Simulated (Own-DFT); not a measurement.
# Stretching a layer in its plane: wurtzite AlGaN with randomly placed atoms, 72 atoms (Al9Ga27N36)

Calculated, not measured: single-point runs of Own-DFT, a retired in-house plane-wave DFT program that no person has reviewed, on unrelaxed cells, without spin or spin-orbit coupling.

Common settings: PBE; PseudoDojo norm-conserving scalar-relativistic files (stringent for Ga); cutoff 96 hartree; 4 x 4 x 3 k mesh centred on Gamma; Gaussian smearing of 0.01 eV.

Known weak points: forces on such cells passed a denser k mesh, each cell not checked; stress not checked against mesh or cutoff.

Unstrained cell vectors in Å: (9.509, 0.000, 0.000); (-4.755, 8.235, 0.000); (0.000, 0.000, 10.268). The unstrained cell has measured lattice constants (interpolated for alloys), not those of this functional. That, the random moves and any unrelaxed bonds set the pressure at no strain. Each run strains x and y alike by e, as a substrate would, and holds the height along z. Random moves of width 0.05 Å per axis were added to every atom. The random placing of the alloy's atoms differs from row to row. Stress is positive in tension.

```
e (%),u (Å),(s_xx + s_yy)/2 (GPa),s_zz (GPa)
-2.75,0.054,-25.36,-13.04
-2.50,0.053,-21.50,-13.75
-2.25,0.045,-21.54,-9.79
-1.50,0.052,-16.05,-10.59
-1.00,0.053,?,?
-0.75,0.050,-11.06,-8.38
-0.25,0.048,-7.06,-9.76
1.75,0.049,2.04,-4.67
2.25,0.055,3.55,-3.68
2.75,0.047,6.43,-3.73
```

## Working it out

With e as a fraction, the in-plane stress is -6.4 + 558 e - 3985 e² GPa (errors 13 and 1006, scatter 0.80), and s_zz is -8.0 + 172 e GPa (slope ± 19, scatter 1.17). At e = 0 the first slope is C11 + C12 and the second 2 C13, both with the ions held to the strained lattice and at the cell's own pressure. The term in e² is negative: the layer stiffens under compression and softens under tension. A free layer would change its height as e changes, and the in-plane slope would drop by 2 C13²/C33 to the biaxial modulus. At fixed height, a misfit of 1 % moves the in-plane stress by about 5.6 GPa and s_zz by 1.7 GPa.

## Withheld run

Question: what are the two stresses at e = -1.00 %?

Estimate: -12.4 and -9.7 GPa. The calculation gave -13.73 and -7.46 GPa.
